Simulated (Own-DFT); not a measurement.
# Computed records: GaP (zincblende, atoms displaced)

A calculation, not a measurement: plane-wave PBE density functional theory by an unreviewed code, no spin, of a simulated periodic cell, stress positive in tension, free energy of the whole cell less one offset for each atom, forces on such cells passed a denser k mesh, this cell's mesh not checked; offsets are fitted by least squares, one for each functional and potential file, so energies compare only between cells with the same atoms and settings and are not formation energies; the far tail of each file's local potential was reset to the Coulomb form; each entry is a single point on an unrelaxed cell, so the pressure reflects the starting lattice, mostly measured values (interpolated for alloys), from which strain is counted, and rises with the displacements; printed positions are rounded, which can move forces by about a meV/angstrom; the program, named Own-DFT, is a retired in-house code; no spin-orbit coupling. Program: Own-DFT development build.

Common to all runs: functional PBE; potential files PseudoDojo norm-conserving, scalar-relativistic, standard set; wave cutoff 42 hartree; occupations Fermi-Dirac; smearing width 0.1 eV; hardware one NVIDIA H100; k mesh 3 x 3 x 3 centred on Gamma.

(1) GaP (zincblende, atoms displaced)

```
GaP
1.0
     10.9010     0.0000     0.0000
      0.0000    10.9010     0.0000
      0.0000     0.0000    10.9010
Ga P Ga P Ga P Ga P Ga P Ga P Ga P Ga P
4 4 4 4 4 4 4 4 4 4 4 4 4 4 4 4
Direct
  0.00483 0.00011 0.99064
  0.00094 0.24724 0.24515
  0.25187 0.00235 0.25186
  0.24711 0.24831 0.99484
  0.12698 0.12087 0.13147
  0.12889 0.37367 0.37503
  0.37590 0.12270 0.37234
  0.37217 0.37125 0.12446
  0.99662 0.99556 0.50276
  0.99557 0.24440 0.75162
  0.24401 0.00447 0.75037
  0.25114 0.25488 0.49478
  0.12251 0.12509 0.62592
  0.12961 0.36743 0.88482
  0.37376 0.12288 0.87001
  0.36421 0.37789 0.62275
  0.99495 0.50099 0.99512
  0.00340 0.75300 0.24628
  0.26319 0.50120 0.24789
  0.25210 0.74684 0.00120
  0.13161 0.62527 0.12465
  0.12014 0.87317 0.37635
  0.37672 0.62611 0.37387
  0.38141 0.87711 0.12279
  0.00182 0.49719 0.49779
  0.99980 0.75387 0.74247
  0.25230 0.49584 0.74431
  0.25649 0.75761 0.49518
  0.12325 0.62603 0.61828
  0.12106 0.88065 0.87349
  0.37236 0.61966 0.87548
  0.37095 0.87598 0.61986
  0.50483 0.99332 0.99984
  0.50605 0.24662 0.24778
  0.75349 0.00616 0.24602
  0.74591 0.25828 0.98913
  0.61593 0.12255 0.13125
  0.62231 0.37115 0.37870
  0.87197 0.12954 0.37417
  0.88079 0.37529 0.12526
  0.49683 0.00499 0.50183
  0.50409 0.24892 0.74821
  0.75073 0.00118 0.74999
  0.75222 0.25706 0.50406
  0.62256 0.13421 0.62481
  0.62540 0.37231 0.87275
  0.87116 0.12689 0.86611
  0.87502 0.37863 0.62664
  0.50296 0.49360 0.99444
  0.50622 0.75447 0.25069
  0.74711 0.50587 0.24945
  0.75224 0.74933 0.99808
  0.62592 0.61836 0.13158
  0.62733 0.86868 0.37434
  0.87695 0.63412 0.37947
  0.87491 0.86820 0.12809
  0.49600 0.49899 0.49298
  0.50126 0.74623 0.75010
  0.75322 0.49931 0.74844
  0.74580 0.74864 0.49491
  0.62206 0.62560 0.62058
  0.62499 0.87486 0.86554
  0.87956 0.62233 0.87841
  0.86854 0.87373 0.62370
```

* free energy of cell above offsets: -33.528 eV
* pressure: 3.28 GPa
* stress xx: -3.28 GPa
* stress yy: -3.28 GPa
* stress zz: -3.28 GPa
* stress yz: -0.48 GPa
* stress xz: -0.38 GPa
* stress xy: 0.9 GPa
* wall time: 511.2 s

Force:
| element | x (eV/Å) | y (eV/Å) | z (eV/Å) |
| --- | --- | --- | --- |
| Ga | -1.139 | 0.543 | 1.395 |
| Ga | 0.155 | 0.231 | 0.657 |
| Ga | -0.089 | -0.896 | 0.072 |
| Ga | 0.915 | -1.127 | 1.303 |
| P | -0.185 | 0.144 | -1.291 |
| P | -0.453 | 0.459 | -0.954 |
| P | 0.05 | 0.705 | 0.299 |
| P | 0.894 | -0.341 | -0.411 |
| Ga | -0.045 | 0.592 | -0.221 |
| Ga | 0.888 | 1.002 | -0.361 |
| Ga | 0.395 | -0.447 | -0.39 |
| Ga | -0.194 | -1.078 | 0.35 |
| P | -0.03 | 0.284 | -0.717 |
| P | -1.44 | 1.327 | -1.887 |
| P | 0.581 | 0.059 | 0.581 |
| P | 1.935 | -0.733 | -0.287 |
| Ga | 1.408 | -0.538 | 0.95 |
| Ga | 0.172 | -0.713 | 0.28 |
| Ga | -1.091 | -0.072 | 0.177 |
| Ga | -0.01 | 0.682 | -0.23 |
| P | -0.717 | -0.423 | 0.115 |
| P | 0.672 | 0.529 | -0.291 |
| P | 0.205 | 0.62 | -0.242 |
| P | -0.777 | -0.533 | 0.367 |
| Ga | -0.183 | 0.315 | -0.184 |
| Ga | 0.048 | -0.406 | 0.438 |
| Ga | -1.336 | 0.714 | 0.914 |
| Ga | -0.884 | -0.921 | -0.12 |
| P | 0.629 | 0.132 | 0.46 |
| P | 0.96 | -1.385 | -0.438 |
| P | 0.434 | 0.265 | -0.316 |
| P | 0.597 | 0.397 | 1.24 |
| Ga | -0.28 | 0.679 | -0.587 |
| Ga | -1.217 | 0.791 | 0.661 |
| Ga | -0.264 | -0.742 | 0.376 |
| Ga | 0.843 | -1.233 | 1.721 |
| P | 1.61 | -0.138 | -1.768 |
| P | 0.415 | 0.49 | -0.601 |
| P | 0.393 | -0.192 | 0.411 |
| P | -1.065 | 0.143 | -0.194 |
| Ga | 0.53 | -0.511 | -0.206 |
| Ga | -1.344 | 0.508 | 0.094 |
| Ga | -0.46 | 0.112 | -0.756 |
| Ga | -0.115 | -0.381 | -0.292 |
| P | 0.706 | -1.162 | -0.396 |
| P | -0.384 | 0.889 | -0.912 |
| P | -0.119 | -0.37 | 1.502 |
| P | 0.625 | -0.305 | -0.024 |
| Ga | -0.438 | 0.376 | 0.907 |
| Ga | -0.594 | -0.657 | -0.332 |
| Ga | 1.139 | -0.99 | 1.074 |
| Ga | -0.484 | -0.262 | 0.232 |
| P | -0.736 | 0.979 | -1.677 |
| P | -0.088 | 1.866 | 0.1 |
| P | 0.257 | -1.19 | -0.786 |
| P | 0.009 | 1.297 | -0.962 |
| Ga | 0.01 | -0.081 | 0.762 |
| Ga | -0.771 | 0.035 | -0.402 |
| Ga | -0.475 | 0.617 | 0.135 |
| Ga | 0.182 | -0.002 | 0.764 |
| P | 0.232 | -0.598 | 0.265 |
| P | 0.294 | -0.246 | 0.95 |
| P | -0.654 | 0.855 | -1.233 |
| P | -0.12 | 0.035 | -0.085 |

(2) GaP (zincblende, atoms displaced)

```
GaP
1.0
     10.9010     0.0000     0.0000
      0.0000    10.9010     0.0000
      0.0000     0.0000    10.9010
Ga P Ga P Ga P Ga P Ga P Ga P Ga P Ga P
4 4 4 4 4 4 4 4 4 4 4 4 4 4 4 4
Direct
  0.99815 0.99350 0.00835
  0.00181 0.24382 0.24784
  0.25438 0.99761 0.24102
  0.24573 0.25690 0.00179
  0.13032 0.12178 0.11367
  0.12758 0.36799 0.37484
  0.37634 0.12199 0.37830
  0.37981 0.37399 0.12784
  0.99866 0.00734 0.49298
  0.99879 0.25614 0.75026
  0.24608 0.99217 0.73529
  0.25368 0.25125 0.51246
  0.12901 0.12409 0.62711
  0.12016 0.37420 0.87671
  0.37297 0.12533 0.87305
  0.37265 0.37680 0.61891
  0.99984 0.50158 0.99508
  0.99894 0.74767 0.24790
  0.25355 0.49861 0.25710
  0.24878 0.76454 0.99933
  0.12946 0.63157 0.12262
  0.12501 0.87424 0.36660
  0.37121 0.61601 0.36955
  0.38175 0.87107 0.13565
  0.00351 0.49272 0.49576
  0.98851 0.75133 0.75384
  0.25048 0.50152 0.75289
  0.24775 0.74592 0.50107
  0.12606 0.61934 0.63048
  0.11455 0.88113 0.87653
  0.37320 0.61855 0.87927
  0.37310 0.87606 0.63134
  0.50308 0.00014 0.00308
  0.49886 0.25491 0.24799
  0.75359 0.99895 0.25283
  0.75114 0.23983 0.99835
  0.61917 0.12481 0.13154
  0.62832 0.36688 0.37891
  0.86909 0.12292 0.36948
  0.87387 0.37192 0.12998
  0.50394 0.99909 0.49106
  0.49695 0.25128 0.74789
  0.75411 0.99649 0.75222
  0.75116 0.25044 0.50106
  0.61983 0.12209 0.62472
  0.61733 0.37037 0.87711
  0.87207 0.12366 0.86992
  0.88141 0.37168 0.62807
  0.50515 0.49423 0.00325
  0.49658 0.74300 0.24576
  0.75460 0.49418 0.24661
  0.75052 0.75052 0.99963
  0.62281 0.62002 0.11643
  0.63207 0.87542 0.37299
  0.87886 0.62504 0.37467
  0.87396 0.86710 0.12356
  0.50532 0.49150 0.49141
  0.49852 0.74953 0.74609
  0.74839 0.49148 0.75383
  0.74551 0.74972 0.49151
  0.62995 0.62463 0.62339
  0.62137 0.87404 0.87272
  0.86684 0.62704 0.87790
  0.87730 0.88107 0.62962
```

- free energy of cell above offsets: -33.487 eV
- pressure: 3.2 GPa
- stress xx: -3.23 GPa
- stress yy: -3.31 GPa
- stress zz: -3.05 GPa
- stress yz: -0.33 GPa
- stress xz: -0.29 GPa
- stress xy: 0.44 GPa
- wall time: 538.7 s

Force:
| element | x (eV/Å) | y (eV/Å) | z (eV/Å) |
| --- | --- | --- | --- |
| Ga | -0.536 | 0.844 | -0.726 |
| Ga | 0.262 | -0.064 | -0.148 |
| Ga | -0.291 | 0.544 | 0.941 |
| Ga | 0.917 | -0.365 | -0.549 |
| P | -0.516 | 0.064 | 1.201 |
| P | 0.084 | -0.217 | -0.029 |
| P | -0.547 | 0.608 | -0.645 |
| P | -0.984 | 0.428 | -0.269 |
| Ga | 0.443 | -0.597 | 0.392 |
| Ga | 0.536 | -1.372 | 0.357 |
| Ga | -0.33 | 0.836 | 2.196 |
| Ga | -0.419 | -0.82 | -1.355 |
| P | -1.149 | 0.521 | -0.428 |
| P | 0.514 | 0.379 | -0.284 |
| P | -0.425 | -0.299 | 0.112 |
| P | 0.824 | 0.707 | 1.171 |
| Ga | -0.218 | 0.371 | 0.925 |
| Ga | 0.362 | -0.199 | 0.03 |
| Ga | -1.166 | -0.62 | -1.522 |
| Ga | 0.282 | -0.722 | -0.14 |
| P | -0.134 | -0.886 | 0.067 |
| P | 0.012 | 0.242 | 0.687 |
| P | 1.234 | 1.265 | 1.454 |
| P | -0.344 | 0.639 | -1.787 |
| Ga | 0.038 | 0.556 | 0.377 |
| Ga | 0.872 | -0.379 | -0.177 |
| Ga | 0.066 | -0.524 | 0.004 |
| Ga | 0.069 | 0.174 | -0.046 |
| P | -0.858 | 0.654 | -0.428 |
| P | 0.904 | -0.571 | -0.762 |
| P | 0.362 | 0.936 | 0.119 |
| P | 0.881 | -0.905 | -1.984 |
| Ga | -0.525 | 0.011 | -0.275 |
| Ga | 0.017 | -0.875 | 0.961 |
| Ga | -0.499 | -0.309 | -1.147 |
| Ga | -0.468 | 0.582 | 0.426 |
| P | 0.951 | -0.24 | -0.374 |
| P | 0.222 | 0.6 | -1.095 |
| P | 0.771 | 0.77 | 0.63 |
| P | 0.652 | -0.396 | -1.308 |
| Ga | -0.237 | -0.257 | 0.84 |
| Ga | -0.308 | -0.319 | -0.172 |
| Ga | -1.112 | 0.322 | -0.263 |
| Ga | 0.092 | -0.732 | 0.698 |
| P | 0.776 | 0.095 | 0.066 |
| P | 1.001 | -0.315 | -0.207 |
| P | 0.863 | -0.076 | 0.746 |
| P | -0.966 | 0.591 | -0.796 |
| Ga | -0.96 | 0.165 | -0.554 |
| Ga | 1.01 | -0.546 | 0.815 |
| Ga | -0.742 | 0.727 | 0.664 |
| Ga | -0.959 | 0.091 | -0.189 |
| P | 0.818 | 0.464 | 1.233 |
| P | -1.216 | -0.522 | -0.559 |
| P | -0.365 | -0.44 | -0.013 |
| P | -0.284 | 0.714 | 0.619 |
| Ga | -0.343 | 0.944 | 0.72 |
| Ga | -0.027 | -0.743 | 0.523 |
| Ga | -0.102 | 0.406 | -0.123 |
| Ga | 1.068 | -0.133 | 1.123 |
| P | -0.529 | -0.437 | -0.183 |
| P | 0.383 | -0.007 | 0.331 |
| P | 0.429 | -0.806 | -0.426 |
| P | -0.157 | -0.561 | -1.464 |

(3) GaP (zincblende, atoms displaced)

```
GaP
1.0
     10.9010     0.0000     0.0000
      0.0000    10.9010     0.0000
      0.0000     0.0000    10.9010
Ga P Ga P Ga P Ga P Ga P Ga P Ga P Ga P
4 4 4 4 4 4 4 4 4 4 4 4 4 4 4 4
Direct
  0.99647 0.99819 0.00260
  0.99583 0.24723 0.25598
  0.26731 0.00060 0.24681
  0.24015 0.24503 0.99793
  0.12536 0.12595 0.12985
  0.12303 0.36924 0.37468
  0.38003 0.12660 0.37006
  0.37069 0.36491 0.12869
  0.99395 0.00594 0.49838
  0.99816 0.24593 0.74634
  0.24376 0.99718 0.74288
  0.24608 0.25522 0.49569
  0.12763 0.12873 0.62259
  0.12056 0.37577 0.87130
  0.37347 0.11981 0.87521
  0.37937 0.37314 0.62159
  0.99943 0.50378 0.00518
  0.98964 0.74808 0.24886
  0.25459 0.50785 0.24963
  0.24741 0.75470 0.00129
  0.12902 0.62800 0.12277
  0.12112 0.87572 0.37703
  0.36791 0.61597 0.36532
  0.37551 0.87464 0.11951
  0.99938 0.50741 0.51125
  0.01229 0.75598 0.74332
  0.24476 0.50097 0.74945
  0.24238 0.74561 0.49741
  0.11582 0.62940 0.63259
  0.12059 0.87605 0.87969
  0.37031 0.62392 0.87925
  0.37747 0.87164 0.62068
  0.50300 0.99880 0.99198
  0.49493 0.24782 0.25312
  0.75606 0.01003 0.24199
  0.74588 0.24936 0.99727
  0.63077 0.12006 0.12009
  0.62507 0.37685 0.37349
  0.87696 0.12481 0.37339
  0.86707 0.37636 0.13061
  0.49581 0.99961 0.49919
  0.49906 0.25200 0.74842
  0.74709 0.99373 0.74757
  0.75050 0.24944 0.49380
  0.61975 0.12958 0.62878
  0.62583 0.37516 0.87432
  0.87776 0.11821 0.88174
  0.88205 0.37566 0.62141
  0.49329 0.50171 0.99993
  0.49895 0.74450 0.25388
  0.75475 0.49365 0.25211
  0.74700 0.74467 0.99808
  0.63039 0.62058 0.12213
  0.61716 0.87002 0.37985
  0.87781 0.62331 0.37631
  0.87653 0.87489 0.12327
  0.50075 0.49531 0.50380
  0.50318 0.75560 0.74392
  0.74981 0.49010 0.75563
  0.74079 0.74641 0.50616
  0.62398 0.62821 0.61547
  0.62386 0.87741 0.87678
  0.87223 0.62768 0.87293
  0.87667 0.87641 0.62741
```

- free energy of cell above offsets: -33.033 eV
- pressure: 3.4 GPa
- stress xx: -3.3 GPa
- stress yy: -3.49 GPa
- stress zz: -3.41 GPa
- stress yz: 0.39 GPa
- stress xz: 0.02 GPa
- stress xy: -0.05 GPa
- wall time: 526.2 s

Force:
| element | x (eV/Å) | y (eV/Å) | z (eV/Å) |
| --- | --- | --- | --- |
| Ga | 0.816 | 0.239 | 0.519 |
| Ga | 0.361 | 0.553 | -0.951 |
| Ga | -1.615 | -0.201 | 0.188 |
| Ga | 0.517 | 0.308 | -0.166 |
| P | -0.315 | -0.657 | 0.036 |
| P | -0.225 | 1.8 | -0.048 |
| P | -0.721 | -0.261 | 1.389 |
| P | -0.071 | 0.891 | -0.765 |
| Ga | 0.775 | -0.622 | 0.418 |
| Ga | -0.007 | -0.026 | 0.594 |
| Ga | 0.586 | -0.204 | 0.531 |
| Ga | 0.823 | -0.593 | 0.121 |
| P | -0.364 | -0.311 | -0.255 |
| P | -0.155 | -0.19 | 0.404 |
| P | -0.334 | 0.569 | -0.536 |
| P | -1.133 | 0.257 | 0.47 |
| Ga | -0.318 | -0.243 | -0.362 |
| Ga | 1.197 | 0.199 | 0.101 |
| Ga | -1.73 | -2.275 | -1.365 |
| Ga | 0.14 | -0.213 | -0.321 |
| P | -0.688 | -0.034 | 0.556 |
| P | 0.228 | 0.287 | -0.664 |
| P | 1.571 | 1.465 | 2.511 |
| P | 0.905 | -0.286 | 0.225 |
| Ga | 0.272 | -0.617 | -1.391 |
| Ga | -2.025 | 0.713 | 1.68 |
| Ga | 0.546 | -0.172 | 0.048 |
| Ga | 0.415 | 0.051 | -0.076 |
| P | 2.064 | -0.957 | -1.128 |
| P | 0.539 | 0.263 | -0.533 |
| P | 0.217 | 0.629 | -0.966 |
| P | -1.125 | 0.08 | -0.007 |
| Ga | -0.444 | 0.262 | 0.844 |
| Ga | 1.425 | 0.308 | -0.839 |
| Ga | -0.323 | -1.486 | 0.782 |
| Ga | 0.652 | 0.014 | 0.124 |
| P | -1.334 | 0.8 | 0.144 |
| P | -0.251 | -0.4 | 0.048 |
| P | -0.818 | -0.032 | 0.235 |
| P | 1.347 | -0.984 | -1.057 |
| Ga | 0.384 | 0.344 | 0.113 |
| Ga | -0.314 | -0.176 | 0.8 |
| Ga | 0.17 | 0.854 | 0.357 |
| Ga | -0.164 | 0.172 | 0.643 |
| P | 0.84 | -0.723 | -0.794 |
| P | -1.003 | -0.234 | 0.373 |
| P | -0.743 | 0.808 | -1.171 |
| P | -1.26 | -0.566 | 0.429 |
| Ga | 0.34 | -0.689 | 0.511 |
| Ga | 0.063 | 0.05 | -0.799 |
| Ga | -0.684 | 1.126 | 0.45 |
| Ga | 0.255 | 0.653 | 0.03 |
| P | -0.746 | -0.049 | 0.746 |
| P | 1.003 | 0.8 | -0.7 |
| P | -0.806 | 0.027 | 0.438 |
| P | -0.83 | -0.359 | 0.012 |
| Ga | -0.117 | 0.572 | -0.942 |
| Ga | -0.191 | -0.73 | 0.731 |
| Ga | 0.479 | 1.037 | -1.02 |
| Ga | 1.728 | 1.094 | -1.312 |
| P | -0.597 | -1.575 | 2.109 |
| P | 0.386 | -0.944 | -0.564 |
| P | 0.685 | -0.154 | -0.359 |
| P | -0.279 | -0.262 | -0.616 |

(4) GaP (zincblende, atoms displaced)

```
GaP
1.0
     10.9010     0.0000     0.0000
      0.0000    10.9010     0.0000
      0.0000     0.0000    10.9010
Ga P Ga P Ga P Ga P Ga P Ga P Ga P Ga P
4 4 4 4 4 4 4 4 4 4 4 4 4 4 4 4
Direct
  0.00363 0.00591 0.00054
  0.00642 0.25674 0.24611
  0.24104 0.99833 0.25191
  0.24059 0.24412 0.99549
  0.12706 0.11901 0.12808
  0.11999 0.37397 0.37747
  0.37178 0.12303 0.37878
  0.37192 0.37242 0.12899
  0.99767 0.00596 0.50453
  0.00347 0.25548 0.74464
  0.25736 0.00969 0.75418
  0.24225 0.25346 0.49946
  0.12625 0.13258 0.62143
  0.12635 0.37349 0.88443
  0.37161 0.12691 0.87706
  0.38364 0.37812 0.62791
  0.00468 0.49800 0.00217
  0.99826 0.74379 0.25662
  0.24375 0.50037 0.25134
  0.25994 0.74702 0.00402
  0.12808 0.62722 0.12595
  0.11298 0.88102 0.36923
  0.37591 0.62603 0.37789
  0.37826 0.88435 0.12112
  0.00132 0.49874 0.49823
  0.00390 0.75711 0.75014
  0.24543 0.50178 0.75512
  0.24298 0.75407 0.50301
  0.12201 0.62382 0.63057
  0.12648 0.87654 0.87872
  0.36676 0.62481 0.87115
  0.37225 0.87550 0.62781
  0.50339 0.00167 0.00219
  0.50414 0.24889 0.25017
  0.75032 0.98901 0.24748
  0.75079 0.24672 0.99669
  0.61772 0.12688 0.12927
  0.62365 0.37538 0.38370
  0.87644 0.13130 0.36847
  0.88890 0.37557 0.12568
  0.49603 0.00209 0.50201
  0.49444 0.25105 0.76035
  0.75176 0.00033 0.75242
  0.75344 0.25248 0.50064
  0.61843 0.12755 0.62236
  0.62523 0.37049 0.87757
  0.87912 0.12080 0.87932
  0.87871 0.37840 0.62499
  0.49552 0.50256 0.00139
  0.49775 0.74884 0.25059
  0.75562 0.50263 0.25841
  0.75103 0.75168 0.00074
  0.63065 0.63123 0.12618
  0.63091 0.87250 0.36720
  0.87305 0.61812 0.37601
  0.87338 0.87509 0.13134
  0.50341 0.50041 0.49073
  0.50410 0.75031 0.75657
  0.74890 0.50067 0.75386
  0.75343 0.75740 0.49923
  0.62426 0.61926 0.62325
  0.63164 0.87491 0.87338
  0.87235 0.62257 0.87327
  0.87565 0.87941 0.62991
```

- free energy of cell above offsets: -33.650 eV
- pressure: 3.18 GPa
- stress xx: -3.14 GPa
- stress yy: -3.22 GPa
- stress zz: -3.18 GPa
- stress yz: -0.08 GPa
- stress xz: -0.18 GPa
- stress xy: 0 GPa
- wall time: 543 s

Force:
| element | x (eV/Å) | y (eV/Å) | z (eV/Å) |
| --- | --- | --- | --- |
| Ga | -0.267 | -1.17 | 0.493 |
| Ga | -0.066 | -1.11 | 0.258 |
| Ga | 1.346 | -0.033 | 0.107 |
| Ga | 1.019 | 0.022 | 1.256 |
| P | -0.36 | 1.055 | -0.248 |
| P | 0.682 | 0.495 | -0.281 |
| P | -0.273 | 0.381 | -0.565 |
| P | -0.137 | -0.012 | -0.365 |
| Ga | -0.287 | 0.25 | -0.457 |
| Ga | -0.238 | -0.274 | 0.806 |
| Ga | -1.131 | -0.937 | -0.786 |
| Ga | 1.52 | 0.321 | 0.127 |
| P | -0.02 | -0.904 | 0.855 |
| P | -0.406 | 0.283 | -1.414 |
| P | 0.736 | -0.001 | 0.725 |
| P | -1.239 | 0.111 | -0.273 |
| Ga | -0.308 | 0.935 | -0.221 |
| Ga | -0.258 | 0.089 | -0.707 |
| Ga | 0.647 | -0.135 | 0.243 |
| Ga | -0.654 | 0.739 | -0.026 |
| P | -0.308 | 0.164 | -0.015 |
| P | 0.54 | -0.711 | 1.234 |
| P | -0.822 | 0.226 | -0.265 |
| P | -0.476 | -0.968 | 0.938 |
| Ga | -0.121 | 0.342 | 0.497 |
| Ga | -0.422 | -0.489 | 0.425 |
| Ga | 0.261 | -0.889 | -0.679 |
| Ga | 0.099 | -0.029 | -0.294 |
| P | -0.04 | 0.151 | -0.645 |
| P | 0.542 | 0.151 | -0.003 |
| P | 1.303 | 0.163 | 0.521 |
| P | 0.334 | -0.028 | 0.138 |
| Ga | 0.126 | 0.168 | -0.75 |
| Ga | -0.953 | 0.487 | 0.824 |
| Ga | -0.096 | 1.907 | 0.164 |
| Ga | 0.239 | 0.102 | 0.887 |
| P | 1.606 | -0.5 | -0.515 |
| P | 0.793 | -0.457 | -1.511 |
| P | -0.281 | -0.505 | 0.215 |
| P | -1.979 | 0.147 | -0.168 |
| Ga | 0.355 | -0.694 | -0.338 |
| Ga | 0.501 | -0.051 | -0.927 |
| Ga | -0.366 | 0.714 | -0.437 |
| Ga | -0.036 | -0.387 | 0.215 |
| P | 0.765 | 0.048 | 0.82 |
| P | -0.069 | 0.705 | 0.159 |
| P | -0.215 | 0.837 | -0.924 |
| P | -0.581 | -0.021 | 0.227 |
| Ga | 0.288 | -0.12 | 0.215 |
| Ga | 0.068 | 0.275 | -0.352 |
| Ga | -0.965 | -1.119 | -1.32 |
| Ga | 0.508 | -0.017 | -0.006 |
| P | -0.64 | -0.975 | 0.094 |
| P | -1.261 | 0.092 | 1.352 |
| P | 0.728 | 1.26 | 1.053 |
| P | 1.117 | -0.553 | -1.236 |
| Ga | -0.662 | 0.364 | 1.224 |
| Ga | -0.374 | -0.299 | -0.806 |
| Ga | -0.176 | -0.429 | -0.459 |
| Ga | -0.228 | -0.746 | 0.345 |
| P | 0.256 | 0.959 | 0.092 |
| P | -0.651 | 0.244 | 0.558 |
| P | 0.83 | 0.53 | 0.474 |
| P | 0.16 | -0.155 | -0.549 |
